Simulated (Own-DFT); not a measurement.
# Point defects and the pressure they add: C11b WSi2

The numbers are computed, not measured, by runs of the plane-wave DFT program Own-DFT (in-house, retired, unreviewed) at fixed positions, with no spin and no spin-orbit coupling.

Settings: PBE; PseudoDojo norm-conserving scalar-relativistic files; cutoff 50 hartree; 5 x 5 x 5 k mesh centred on Gamma; cold (Marzari-Vanderbilt) smearing of 0.2 eV.

Known weak points: forces on such cells failed a check on a denser k mesh; stress not checked against mesh or cutoff.

All runs share one cell, with vectors in Å (-2.148, -5.953, 3.409); (-6.444, 2.976, 1.136); (-2.553, -2.948, -6.757) and a volume of 403.2 Å³. The atoms are randomly displaced, by u rms on each axis. The defect's site can differ from row to row.

```
              cell  formula   u (Å)  P (GPa)
         no defect  Si20W10  0.0188     4.27
         no defect  Si20W10  0.0519     6.40
         no defect  Si20W10  0.0523     5.44
     one W vacancy   Si20W9  0.0315        ?
     one W vacancy   Si20W9  0.0322     3.69
     one W vacancy   Si20W9  0.0455     3.81
     one W vacancy   Si20W9  0.0530     4.96
one Si on a W site   Si21W9  0.0284     6.35
one Si on a W site   Si21W9  0.0299     6.70
one Si on a W site   Si21W9  0.0542     7.65
one W on a Si site  Si19W11  0.0326     9.74
one W on a Si site  Si19W11  0.0342    10.29
one W on a Si site  Si19W11  0.0560    12.21
    one Si vacancy  Si19W10  0.0262     3.34
    one Si vacancy  Si19W10  0.0503     3.99
    one Si vacancy  Si19W10  0.0528     4.24
```

## Fit

P = P0 + c u² + a shift for each defect gives P0 = 4.05 GPa, c = 685 ± 116 GPa/Å² and a scatter of 0.43 GPa. The shifts, and each times the cell's volume:

- one W on a Si site: 5.47 ± 0.35 GPa, 13.8 eV
- one Si on a W site: 1.79 ± 0.35 GPa, 4.5 eV
- one W vacancy: -1.25 ± 0.35 GPa, -3.1 eV
- one Si vacancy: -1.56 ± 0.35 GPa, -3.9 eV

Positive is outwards. The product with the volume (160.2 GPa Å³ to the eV) is nearly free of the cell's size; divided by the bulk modulus at the cell's pressure it gives the volume that the defect adds. The atoms around the defects weren't relaxed, which would change these numbers.

## The run left out

The question: what pressure belongs in the blank (one W vacancy, u = 0.0315 Å)?

The fitted form gives 3.48 ± 0.50 GPa. Computed: 3.87 GPa.
